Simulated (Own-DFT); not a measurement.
Simulation results for GaN (wurtzite, strained, atoms displaced), GaAs (zincblende with one plane slipped along a stacking-fault path, atoms displaced)

A calculation, not a measurement: plane-wave PBE density functional theory by an unreviewed code, no spin, of a simulated periodic cell, stress positive in tension, free energy of the whole cell less one offset for each atom, forces on such cells passed a denser k mesh, this cell's mesh not checked; offsets are fitted by least squares, one for each functional and potential file, so energies compare only between cells with the same atoms and settings and are not formation energies; the far tail of each file's local potential was reset to the Coulomb form; each entry is a single point on an unrelaxed cell, so the pressure reflects the starting lattice, mostly measured values (interpolated for alloys), from which strain is counted, and rises with the displacements; printed positions are rounded, which can move forces by about a meV/angstrom; the program, named Own-DFT, is a retired in-house code; no spin-orbit coupling. Program: Own-DFT development build.

Settings shared by all entries: functional PBE.

(1) GaN (wurtzite, strained, atoms displaced)

```cif
# cell vector a (Å): 12.7560 0.0000 0.0000
# cell vector b (Å): -4.7835 8.2853 0.0000
# cell vector c (Å): 0.0000 0.0000 10.4996
data_GaN
_symmetry_space_group_name_H-M 'P 1'
_symmetry_Int_Tables_number 1
_cell_length_a 12.7560
_cell_length_b 9.5670
_cell_length_c 10.4996
_cell_angle_alpha 90.000
_cell_angle_beta 90.000
_cell_angle_gamma 120.000
_cell_volume 1109.67
loop_
_atom_site_label
_atom_site_type_symbol
_atom_site_fract_x
_atom_site_fract_y
_atom_site_fract_z
_atom_site_occupancy
Ga1 Ga 0.08193 0.22276 0.99980 1
Ga2 Ga 0.17175 0.11811 0.25212 1
N1 N 0.08439 0.22379 0.18772 1
N2 N 0.16716 0.10433 0.43997 1
Ga3 Ga 0.07924 0.21936 0.50042 1
Ga4 Ga 0.16987 0.12085 0.75394 1
N3 N 0.08612 0.21749 0.69332 1
N4 N 0.16828 0.11208 0.94066 1
Ga5 Ga 0.09118 0.56227 0.00087 1
Ga6 Ga 0.17260 0.44721 0.24426 1
N5 N 0.08436 0.55287 0.18432 1
N6 N 0.16855 0.45182 0.43252 1
Ga7 Ga 0.08783 0.55872 0.50432 1
Ga8 Ga 0.17008 0.44912 0.75084 1
N7 N 0.08551 0.55897 0.68932 1
N8 N 0.16828 0.44994 0.93424 1
Ga9 Ga 0.08246 0.89297 0.00313 1
Ga10 Ga 0.17322 0.78357 0.24770 1
N9 N 0.07954 0.87975 0.19477 1
N10 N 0.16325 0.77314 0.43815 1
Ga11 Ga 0.08656 0.88124 0.50423 1
Ga12 Ga 0.16579 0.77735 0.75194 1
N11 N 0.08890 0.88931 0.69059 1
N12 N 0.16051 0.77601 0.93968 1
Ga13 Ga 0.34529 0.23005 0.99125 1
Ga14 Ga 0.41729 0.12307 0.23630 1
N13 N 0.32929 0.21979 0.18706 1
N14 N 0.41600 0.11689 0.44165 1
Ga15 Ga 0.32976 0.21958 0.50250 1
Ga16 Ga 0.41325 0.10450 0.75871 1
N15 N 0.33796 0.21956 0.69589 1
N16 N 0.41744 0.10166 0.93716 1
Ga17 Ga 0.33177 0.55672 0.99794 1
Ga18 Ga 0.41316 0.44072 0.24754 1
N17 N 0.33287 0.55895 0.18137 1
N18 N 0.41320 0.44574 0.43237 1
Ga19 Ga 0.32411 0.54820 0.49765 1
Ga20 Ga 0.41144 0.43641 0.74729 1
N19 N 0.34081 0.55716 0.68654 1
N20 N 0.41617 0.44457 0.93593 1
Ga21 Ga 0.32940 0.88583 0.00401 1
Ga22 Ga 0.42592 0.79074 0.24797 1
N21 N 0.32786 0.88558 0.19206 1
N22 N 0.41490 0.77714 0.43053 1
Ga23 Ga 0.32555 0.87449 0.49659 1
Ga24 Ga 0.41397 0.77780 0.75056 1
N23 N 0.33392 0.88810 0.68699 1
N24 N 0.42157 0.78241 0.94238 1
Ga25 Ga 0.58407 0.23190 0.00387 1
Ga26 Ga 0.67539 0.10463 0.24937 1
N25 N 0.57921 0.22314 0.18214 1
N26 N 0.67139 0.12126 0.44140 1
Ga27 Ga 0.58636 0.22109 0.50302 1
Ga28 Ga 0.66331 0.10188 0.75129 1
N27 N 0.58705 0.21574 0.68475 1
N28 N 0.66783 0.10703 0.93096 1
Ga29 Ga 0.57969 0.55211 0.99578 1
Ga30 Ga 0.66865 0.43974 0.25083 1
N29 N 0.58187 0.55618 0.19262 1
N30 N 0.66662 0.43699 0.44259 1
Ga31 Ga 0.59018 0.55677 0.49293 1
Ga32 Ga 0.66315 0.45390 0.74323 1
N31 N 0.58959 0.55524 0.68361 1
N32 N 0.66618 0.44227 0.94190 1
Ga33 Ga 0.58455 0.88601 0.00095 1
Ga34 Ga 0.67642 0.78033 0.24343 1
N33 N 0.57380 0.89375 0.18422 1
N34 N 0.66298 0.77764 0.44496 1
Ga35 Ga 0.57895 0.88815 0.50136 1
Ga36 Ga 0.65833 0.77985 0.75006 1
N35 N 0.58731 0.90244 0.69544 1
N36 N 0.66817 0.78134 0.94160 1
Ga37 Ga 0.83225 0.22054 0.01112 1
Ga38 Ga 0.91488 0.10301 0.24823 1
N37 N 0.82437 0.20320 0.18545 1
N38 N 0.90949 0.11157 0.43645 1
Ga39 Ga 0.83787 0.23496 0.49540 1
Ga40 Ga 0.92787 0.11075 0.75175 1
N39 N 0.84118 0.23250 0.69045 1
N40 N 0.92014 0.11221 0.93849 1
Ga41 Ga 0.83771 0.56712 0.99730 1
Ga42 Ga 0.90973 0.43716 0.24490 1
N41 N 0.83323 0.54955 0.19803 1
N42 N 0.92062 0.43861 0.44357 1
Ga43 Ga 0.83152 0.56216 0.50105 1
Ga44 Ga 0.92238 0.44935 0.73931 1
N43 N 0.83691 0.55180 0.68714 1
N44 N 0.91974 0.45656 0.94419 1
Ga45 Ga 0.83293 0.88994 0.99840 1
Ga46 Ga 0.90970 0.76989 0.24785 1
N45 N 0.83538 0.89057 0.18937 1
N46 N 0.91398 0.76795 0.43421 1
Ga47 Ga 0.83442 0.88900 0.49813 1
Ga48 Ga 0.91277 0.77621 0.75455 1
N47 N 0.83472 0.89326 0.69350 1
N48 N 0.91955 0.77506 0.94023 1
```

Here we set potential files PseudoDojo norm-conserving, scalar-relativistic, standard set with the stringent files for Ga, wave cutoff 96 hartree, occupations Gaussian, smearing width 0.01 eV and k mesh 3 x 4 x 3 centred on Gamma.

It finds free energy of cell above offsets -4.424 eV; pressure 5.01 GPa; stress xx -6.73 GPa; stress yy -6.81 GPa; stress zz -1.49 GPa; stress yz 0.73 GPa; stress xz 0.05 GPa; stress xy -0.06 GPa.

Force:
```csv
element,x (eV/Å),y (eV/Å),z (eV/Å)
Ga,0.754,0.422,0.226
Ga,-1.011,-1.653,0.078
N,-0.153,-0.419,0.105
N,-1.23,0.395,0.053
Ga,0.335,0.056,-0.401
Ga,1.444,-1.827,0.225
N,-0.127,1.922,-1.506
N,0.211,0.572,-0.05
Ga,-1.567,-0.857,0.095
Ga,-1.202,0.072,0.348
N,-0.351,-0.013,0.79
N,-0.468,-1.62,0.42
Ga,-0.722,-0.66,-0.749
Ga,-0.038,-0.239,-0.281
N,1.226,0.089,-0.324
N,0.383,-0.719,0.135
Ga,0.676,-0.103,0.588
Ga,-1.907,-1.946,0.851
N,-0.497,1.241,-0.774
N,0.448,-0.151,-0.518
Ga,-1.341,0.54,-0.127
Ga,0.428,0.307,0.419
N,-1.387,0.418,0.014
N,1.008,1.062,-0.267
Ga,-1.488,-1.59,0.974
Ga,0.724,-1.706,2.557
N,0.126,1.057,-1.482
N,0.543,-1.001,-0.939
Ga,0.967,0.506,0
Ga,1.564,0.283,-1.948
N,-1.01,-0.046,-0.809
N,-0.393,0.987,1.059
Ga,0.339,0.309,0.064
Ga,-0.181,0.888,0.209
N,0.927,0.272,0.479
N,0.463,-0.268,0.953
Ga,1.943,1.062,-0.082
Ga,1.265,1.022,0.006
N,-1.194,-0.049,-0.214
N,-0.092,0.548,-0.439
Ga,0.216,-0.45,-0.073
Ga,-2.555,-2.227,0.564
N,1.712,1.618,-1.054
N,0.248,-0.271,1.105
Ga,0.489,2.348,0.209
Ga,0.507,0.404,0.502
N,-0.329,-0.548,0.005
N,-0.988,-0.811,-0.833
Ga,1.492,-1.806,-1.347
Ga,-3.735,-0.365,1.573
N,1.337,0.033,1.033
N,0.423,-1.661,-1.232
Ga,-1.414,-0.688,0.016
Ga,0.973,4.418,0.473
N,-1.472,0.899,1.241
N,-0.264,0.566,2.156
Ga,0.709,0.671,0.911
Ga,-1.028,-0.082,0.4
N,0.603,-0.067,-0.775
N,-0.13,0.94,-1.058
Ga,-1.513,-0.717,0.276
Ga,3.512,-2.761,1.369
N,-3.232,1.487,-0.401
N,-0.337,1.506,-1.088
Ga,-0.654,1.292,-0.263
Ga,-2.701,-0.909,1.332
N,3.865,0.491,-0.361
N,0.757,0.547,-1.294
Ga,0.141,0.731,0.118
Ga,1.586,-0.088,-0.013
N,-0.539,-4.133,-2.149
N,0.223,-1.042,-0.508
Ga,-0.322,0.796,-3.677
Ga,0.692,1.62,0.806
N,1.968,2.067,0.789
N,1.518,-0.412,-0.219
Ga,-0.222,-2.413,2.3
Ga,-2.907,0.436,0.167
N,0.443,-1.839,-0.519
N,-0.485,-0.162,0.428
Ga,0.156,-2.454,0.885
Ga,2.348,0.175,1.113
N,-1.098,0.422,-1.714
N,-0.831,3.036,-1.764
Ga,1.271,-1.751,0.313
Ga,-0.61,-0.889,2.205
N,-1.575,1.261,0.06
N,0.742,-1.316,-0.433
Ga,0.601,0.17,-0.275
Ga,1.539,0.475,0.706
N,0.469,-0.572,-1.09
N,-0.282,1.99,0.337
Ga,-0.19,-0.023,0.731
Ga,0.937,-0.05,-0.863
N,-0.172,-0.852,-0.657
N,-1.304,1.795,-0.196
```

(2) GaAs (zincblende with one plane slipped along a stacking-fault path, atoms displaced)

```cif
# cell vector a (Å): 5.6533 -5.6533 0.0000
# cell vector b (Å): 0.0000 5.6533 -5.6533
# cell vector c (Å): 12.2488 12.2488 9.4222
data_GaAs
_symmetry_space_group_name_H-M 'P 1'
_symmetry_Int_Tables_number 1
_cell_length_a 7.9950
_cell_length_b 7.9950
_cell_length_c 19.7191
_cell_angle_alpha 84.183
_cell_angle_beta 90.000
_cell_angle_gamma 120.000
_cell_volume 1084.07
loop_
_atom_site_label
_atom_site_type_symbol
_atom_site_fract_x
_atom_site_fract_y
_atom_site_fract_z
_atom_site_occupancy
Ga1 Ga 0.99268 0.99915 0.00035 1
As1 As 0.98650 0.96611 0.12224 1
Ga2 Ga 0.13492 0.27338 0.16784 1
As2 As 0.11554 0.23651 0.29472 1
Ga3 Ga 0.26803 0.05261 0.33634 1
As3 As 0.26027 0.01727 0.45797 1
Ga4 Ga 0.08684 0.16524 0.49598 1
As4 As 0.07510 0.13629 0.62794 1
Ga5 Ga 0.22250 0.44973 0.66666 1
As5 As 0.19273 0.39716 0.79271 1
Ga6 Ga 0.37448 0.22932 0.82851 1
As6 As 0.33835 0.19406 0.95639 1
Ga7 Ga 0.99394 0.49711 0.99651 1
As7 As 0.97169 0.44979 0.12276 1
Ga8 Ga 0.15407 0.79104 0.16985 1
As8 As 0.11469 0.73318 0.29484 1
Ga9 Ga 0.26750 0.55401 0.33799 1
As9 As 0.25483 0.51149 0.45906 1
Ga10 Ga 0.08625 0.65995 0.50233 1
As10 As 0.06218 0.60539 0.62400 1
Ga11 Ga 0.21223 0.94681 0.66754 1
As11 As 0.20393 0.90511 0.79454 1
Ga12 Ga 0.36210 0.71318 0.84286 1
As12 As 0.34149 0.67829 0.96142 1
Ga13 Ga 0.49390 0.00541 0.00979 1
As13 As 0.47577 0.95979 0.12249 1
Ga14 Ga 0.64891 0.27228 0.16555 1
As14 As 0.60801 0.22556 0.29133 1
Ga15 Ga 0.76940 0.06183 0.34016 1
As15 As 0.75481 0.02352 0.45431 1
Ga16 Ga 0.58067 0.16482 0.50224 1
As16 As 0.55918 0.11749 0.63535 1
Ga17 Ga 0.73777 0.45511 0.66837 1
As17 As 0.71517 0.41922 0.78680 1
Ga18 Ga 0.84682 0.21378 0.83920 1
As18 As 0.85426 0.18470 0.95840 1
Ga19 Ga 0.50782 0.51352 0.00312 1
As19 As 0.47938 0.44580 0.13048 1
Ga20 Ga 0.62097 0.78032 0.17097 1
As20 As 0.62447 0.74406 0.29159 1
Ga21 Ga 0.77389 0.54785 0.33254 1
As21 As 0.75013 0.50727 0.45890 1
Ga22 Ga 0.58436 0.67014 0.49965 1
As22 As 0.56359 0.62781 0.63100 1
Ga23 Ga 0.72730 0.95166 0.66558 1
As23 As 0.70049 0.88583 0.79220 1
Ga24 Ga 0.85963 0.71470 0.83151 1
As24 As 0.83685 0.67528 0.96009 1
```

It was run with potential files PseudoDojo norm-conserving, scalar-relativistic, standard set, wave cutoff 42 hartree, occupations Fermi-Dirac, smearing width 0.1 eV and k mesh 4 x 4 x 2 centred on Gamma.

It finds free energy of cell above offsets -17.106 eV; pressure 4.11 GPa; stress xx -4.06 GPa; stress yy -4.26 GPa; stress zz -4 GPa; stress yz -0.26 GPa; stress xz -1.24 GPa; stress xy -0.22 GPa.

Force:
```csv
element,x (eV/Å),y (eV/Å),z (eV/Å)
Ga,0.544,-1.025,-0.005
As,-0.184,0.606,1.25
Ga,0.145,0.129,-0.171
As,-0.505,0.189,-0.08
Ga,-0.172,-0.435,-0.356
As,0.179,-0.079,0.979
Ga,0.16,0.838,0.46
As,-1.455,-0.33,-0.251
Ga,1.272,-0.075,0.795
As,0.185,0.176,-0.01
Ga,-0.032,0.7,0.036
As,0.419,-0.435,0.375
Ga,0.8,0.109,0.085
As,1.229,-0.086,-0.913
Ga,-1.372,0.242,0.691
As,-0.198,-0.022,-0.348
Ga,0.218,-1.127,-0.616
As,0.513,0.05,0.121
Ga,-0.773,0.237,-0.569
As,0.106,1.312,-1.507
Ga,0.519,-0.71,1.102
As,0.03,-0.608,0.381
Ga,-1.109,-0.917,-0.998
As,0.662,1.348,-0.077
Ga,-1.999,-2.092,-2.213
As,1.591,1.114,1.222
Ga,-0.117,0.799,0.291
As,-0.132,0.155,-0.354
Ga,-1.126,-1.978,-1.103
As,1.624,1.023,1.845
Ga,0.576,0.592,0.424
As,-0.899,-0.08,-1.285
Ga,-1.229,-0.357,0
As,0.268,-0.059,1.8
Ga,-0.683,-1.23,-0.518
As,-0.985,1.369,0.832
Ga,-0.136,-0.019,1.061
As,-0.135,0.431,-0.87
Ga,0.325,-1.676,-0.054
As,0.15,0.889,0.696
Ga,-0.315,0.211,-0.022
As,0.44,-0.007,-0.424
Ga,0.368,0.284,0.185
As,-0.376,-0.94,-0.577
Ga,0.719,-0.117,0.511
As,-0.168,1.086,-0.718
Ga,1.242,0.722,-0.278
As,-0.181,-0.209,-0.825
```

(3) GaN (wurtzite, strained, atoms displaced)

```cif
# cell vector a (Å): 12.7560 0.0000 0.0000
# cell vector b (Å): -4.7835 8.2853 0.0000
# cell vector c (Å): 0.0000 0.0000 10.4996
data_GaN
_symmetry_space_group_name_H-M 'P 1'
_symmetry_Int_Tables_number 1
_cell_length_a 12.7560
_cell_length_b 9.5670
_cell_length_c 10.4996
_cell_angle_alpha 90.000
_cell_angle_beta 90.000
_cell_angle_gamma 120.000
_cell_volume 1109.67
loop_
_atom_site_label
_atom_site_type_symbol
_atom_site_fract_x
_atom_site_fract_y
_atom_site_fract_z
_atom_site_occupancy
Ga1 Ga 0.07886 0.22414 0.99946 1
Ga2 Ga 0.17614 0.11389 0.24264 1
N1 N 0.09055 0.22521 0.19583 1
N2 N 0.16905 0.10946 0.43661 1
Ga3 Ga 0.08562 0.21286 0.50068 1
Ga4 Ga 0.16019 0.10571 0.75010 1
N3 N 0.07801 0.21276 0.69073 1
N4 N 0.16212 0.10461 0.93819 1
Ga5 Ga 0.07945 0.55602 0.99986 1
Ga6 Ga 0.17223 0.44150 0.25050 1
N5 N 0.08486 0.55857 0.19193 1
N6 N 0.16847 0.44895 0.43708 1
Ga7 Ga 0.07543 0.54580 0.50281 1
Ga8 Ga 0.17007 0.43819 0.75222 1
N7 N 0.08508 0.56238 0.68671 1
N8 N 0.16584 0.43700 0.94105 1
Ga9 Ga 0.08812 0.88266 0.00517 1
Ga10 Ga 0.15656 0.76779 0.24653 1
N9 N 0.08711 0.89759 0.19418 1
N10 N 0.16920 0.78048 0.43742 1
Ga11 Ga 0.08752 0.89804 0.50238 1
Ga12 Ga 0.17420 0.79087 0.74462 1
N11 N 0.08239 0.87809 0.68806 1
N12 N 0.16653 0.77079 0.93988 1
Ga13 Ga 0.33392 0.21618 0.99037 1
Ga14 Ga 0.41206 0.10583 0.25514 1
N13 N 0.33217 0.22553 0.19045 1
N14 N 0.41509 0.10674 0.44753 1
Ga15 Ga 0.32924 0.22703 0.50554 1
Ga16 Ga 0.41711 0.11549 0.74048 1
N15 N 0.33111 0.22186 0.68842 1
N16 N 0.41006 0.09314 0.93929 1
Ga17 Ga 0.33958 0.55409 0.99066 1
Ga18 Ga 0.41634 0.44118 0.25659 1
N17 N 0.32560 0.55077 0.17961 1
N18 N 0.41427 0.44608 0.44056 1
Ga19 Ga 0.32780 0.55344 0.49771 1
Ga20 Ga 0.41134 0.44077 0.74870 1
N19 N 0.33415 0.55590 0.69025 1
N20 N 0.42808 0.45514 0.92664 1
Ga21 Ga 0.33702 0.88807 0.00131 1
Ga22 Ga 0.41479 0.77931 0.25402 1
N21 N 0.32927 0.88311 0.19077 1
N22 N 0.41828 0.77209 0.43734 1
Ga23 Ga 0.34027 0.89128 0.50739 1
Ga24 Ga 0.41718 0.77621 0.74087 1
N23 N 0.32784 0.89260 0.68824 1
N24 N 0.42441 0.77940 0.94288 1
Ga25 Ga 0.58384 0.21869 0.00364 1
Ga26 Ga 0.66837 0.11460 0.24638 1
N25 N 0.58504 0.21520 0.18780 1
N26 N 0.66897 0.11508 0.44356 1
Ga27 Ga 0.58989 0.22690 0.49468 1
Ga28 Ga 0.66486 0.10950 0.74196 1
N27 N 0.58332 0.22006 0.69567 1
N28 N 0.67088 0.11240 0.94658 1
Ga29 Ga 0.58343 0.55337 0.99501 1
Ga30 Ga 0.67248 0.44520 0.25102 1
N29 N 0.58832 0.56264 0.18717 1
N30 N 0.66088 0.43196 0.44492 1
Ga31 Ga 0.58223 0.55258 0.50524 1
Ga32 Ga 0.66635 0.44394 0.74117 1
N31 N 0.58408 0.55682 0.67684 1
N32 N 0.66226 0.43240 0.93873 1
Ga33 Ga 0.58679 0.88498 0.00034 1
Ga34 Ga 0.67249 0.78883 0.25343 1
N33 N 0.58705 0.90095 0.18783 1
N34 N 0.67107 0.77711 0.44172 1
Ga35 Ga 0.57864 0.88626 0.50145 1
Ga36 Ga 0.67216 0.78212 0.74919 1
N35 N 0.57870 0.88702 0.69177 1
N36 N 0.66899 0.78118 0.93173 1
Ga37 Ga 0.83116 0.22068 0.00150 1
Ga38 Ga 0.91971 0.11905 0.25007 1
N37 N 0.82630 0.22442 0.19774 1
N38 N 0.91617 0.11726 0.44190 1
Ga39 Ga 0.84005 0.22606 0.49912 1
Ga40 Ga 0.92019 0.11514 0.74443 1
N39 N 0.83089 0.22103 0.68842 1
N40 N 0.91992 0.11589 0.94881 1
Ga41 Ga 0.83846 0.56359 0.99276 1
Ga42 Ga 0.91253 0.43088 0.25376 1
N41 N 0.82971 0.55057 0.18682 1
N42 N 0.92001 0.43794 0.43223 1
Ga43 Ga 0.83540 0.56122 0.49782 1
Ga44 Ga 0.91553 0.44602 0.75280 1
N43 N 0.84006 0.55215 0.69086 1
N44 N 0.92992 0.45488 0.93035 1
Ga45 Ga 0.82411 0.87936 0.00227 1
Ga46 Ga 0.91682 0.78451 0.24935 1
N45 N 0.82941 0.88515 0.18631 1
N46 N 0.92071 0.78185 0.43696 1
Ga47 Ga 0.83343 0.89326 0.50176 1
Ga48 Ga 0.92074 0.78367 0.75590 1
N47 N 0.83304 0.89999 0.68775 1
N48 N 0.91132 0.77477 0.93438 1
```

Settings of this run: potential files PseudoDojo norm-conserving, scalar-relativistic, standard set with the stringent files for Ga, wave cutoff 96 hartree, occupations Gaussian, smearing width 0.01 eV and k mesh 3 x 4 x 3 centred on Gamma.

It finds free energy of cell above offsets -4.823 eV; pressure 4.96 GPa; stress xx -6.45 GPa; stress yy -6.99 GPa; stress zz -1.45 GPa; stress yz 0.22 GPa; stress xz -0.09 GPa; stress xy -1.28 GPa.

Force:
```csv
element,x (eV/Å),y (eV/Å),z (eV/Å)
Ga,1.691,-0.422,1.244
Ga,-1.866,-0.177,1.352
N,-1.154,-0.934,-0.994
N,-0.215,0.581,-0.174
Ga,-1.056,1.311,-0.492
Ga,0.895,-0.523,0.619
N,1.236,1.265,-1.001
N,0.243,0.344,0.005
Ga,2.427,0.063,1.052
Ga,-1.485,0.699,0.18
N,-0.39,-2.288,-1.015
N,-0.289,-1.407,0.378
Ga,1.201,1.965,-0.144
Ga,-1.757,0.764,0.086
N,0.746,-1.006,0.5
N,0.213,1.28,-0.817
Ga,-0.954,0.492,-0.317
Ga,1.077,1.506,1.671
N,-0.497,-1.414,-1.203
N,-0.131,-0.367,0.401
Ga,0.908,-1.854,-0.565
Ga,-0.778,-2.893,1.646
N,-1.522,1.924,-0.17
N,0.246,1.07,-0.615
Ga,-0.203,0.452,0.747
Ga,0.542,0.084,-0.092
N,2.17,0.285,-1.279
N,-0.027,1.262,-0.714
Ga,1.279,-0.506,-0.806
Ga,0.388,-0.452,1.483
N,-0.686,-0.055,0.338
N,0.164,2.813,-1.116
Ga,-1.12,0.142,1.116
Ga,-0.043,1.323,-1.244
N,2.286,1.029,0.593
N,0.396,-0.148,0.158
Ga,0.527,0.158,0.566
Ga,1.237,0.734,-0.824
N,-0.314,-0.349,-0.835
N,-0.942,-1.976,0.92
Ga,0.014,-1.929,0.754
Ga,0.447,-0.523,-1.296
N,-0.282,0.538,-0.156
N,-0.624,0.461,0.553
Ga,-1.377,-1.006,-1.571
Ga,-1.031,0.312,2.062
N,2.816,0.43,-0.147
N,-0.969,-0.385,-1.365
Ga,-0.305,-0.653,-0.413
Ga,-0.85,-0.893,1.718
N,-1.938,1.063,0.598
N,0.615,-0.929,-0.669
Ga,-0.856,-2.515,1.521
Ga,0.44,0.087,1.659
N,-0.402,0.314,-1.447
N,-0.597,-0.594,-1.497
Ga,1.224,0.391,1.004
Ga,-1.589,-0.569,-0.128
N,-0.435,-0.577,0.243
N,0.39,3.393,-1.401
Ga,-0.077,0.272,-2.515
Ga,0.368,0.149,1.152
N,-0.116,0.06,3.092
N,0.256,1.58,-0.839
Ga,-0.544,0.954,0.349
Ga,-1.241,-1.18,0.186
N,0.258,-1.934,0.292
N,-0.981,-0.029,-0.264
Ga,1.406,0.607,-0.139
Ga,-1.035,-0.599,-0.491
N,1.063,0.093,-0.938
N,-0.086,-1.054,0.253
Ga,0.59,1.015,0.152
Ga,0.285,-0.525,0.036
N,2.544,-0.89,-1.989
N,1.724,-1.016,-0.834
Ga,-1.73,-0.289,0.89
Ga,-1.828,0.084,1.838
N,0.579,0.4,-0.1
N,-1.186,-1.436,-1.32
Ga,-0.315,-2.224,0.897
Ga,0.104,2.96,-0.806
N,1.449,1.224,-0.244
N,-1.7,0.767,1.066
Ga,0.554,-0.718,0.352
Ga,1.838,-0.55,-0.734
N,-2.45,1.358,-1.056
N,-2.664,-1.792,1.295
Ga,1.229,1.545,-0.165
Ga,0.524,-0.875,0.06
N,0.672,1.417,0.195
N,-0.641,0.158,0.259
Ga,0.481,-0.093,-0.22
Ga,-0.454,-0.729,-1.39
N,1.369,-1.221,-0.01
N,0.624,1.321,1.032
```
